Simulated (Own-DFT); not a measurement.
# Response to strain: diamond-structure SiGeSn with randomly placed atoms, 64 atoms (Ge52Si8Sn4)

These are calculations, not measurements. They come from Own-DFT, an in-house plane-wave density functional program, since retired, whose code no person has reviewed. Each row is one single-point run on a periodic cell that was not relaxed, without spin or spin-orbit coupling.

Settings of every run: PBE; PseudoDojo norm-conserving scalar-relativistic files; cutoff 49 hartree; 3 x 3 x 3 k mesh centred on Gamma; Fermi-Dirac smearing of 0.1 eV.

Known limits: forces on such cells moved up to 12 meV/angstrom on a denser k mesh; stress not checked against mesh or cutoff.

Unstrained cell vectors in Å: (11.363, 0.000, 0.000); (0.000, 11.363, 0.000); (0.000, 0.000, 11.363). The unstrained cell has measured lattice constants (interpolated for alloys), not those of this functional. That, the random moves and any unrelaxed bonds set the pressure at no strain. Each run strains this cell uniformly, with the atoms carried along. Every atom was also moved at random, by a Gaussian of width 0.05 Å on each axis. The random placing of the alloy's atoms differs from row to row. Strain is the symmetric tensor, in per cent. Stress is positive in tension, and the pressure is minus a third of its trace.

| run | e_xx (%) | e_yy (%) | e_zz (%) | s_xx (GPa) | s_yy (GPa) | s_zz (GPa) | P (GPa) | E (meV/atom) |
|---|---|---|---|---|---|---|---|---|
| 1 | -1.75 | -1.75 | 0.00 | -8.18 | -8.02 | -6.81 | 7.67 | 61.9 |
| 2 | 1.75 | 1.75 | 0.00 | -1.68 | -1.62 | -2.58 | 1.96 | 0.5 |
| 3 | 0.50 | 0.50 | 0.00 | -3.50 | -3.65 | -3.81 | 3.65 | 8.7 |
| 4 | -1.00 | -1.00 | 0.00 | -6.44 | -6.46 | -5.70 | 6.20 | 35.3 |
| 5 | -3.00 | -3.00 | 0.00 | -10.70 | -10.80 | -8.61 | 10.04 | 83.2 |
| 6 | 2.00 | 2.00 | 0.00 | -1.26 | -1.26 | -2.40 | 1.64 | 0.0 |
| 7 | -2.25 | -2.25 | 0.00 | -9.00 | -8.97 | -7.31 | 8.43 | 56.1 |
| 8 | 2.75 | 2.75 | 0.00 | -0.34 | -0.33 | -1.84 | 0.84 | 8.9 |
| 9 | -0.25 | -0.25 | 0.00 | ? | ? | ? | ? | ? |

E is the free energy for each atom above the lowest run shown.

## Worked fit

The change of volume is close to e_xx + e_yy + e_zz. A straight line through the runs shown gives P = 4.89 - 80 x (fractional change of volume) GPa, with an error of 3 on the slope and a scatter of 0.32 GPa. The strain isn't the same on all axes, but the crystal is cubic, so the slope still estimates the bulk modulus, averaged over pressures from 0.8 to 10.0 GPa.

## Withheld run

Question: what pressure should run 9 give? Its volume changes by -0.50 %.

The line gives 5.3 GPa. The calculation gave 4.93 GPa.
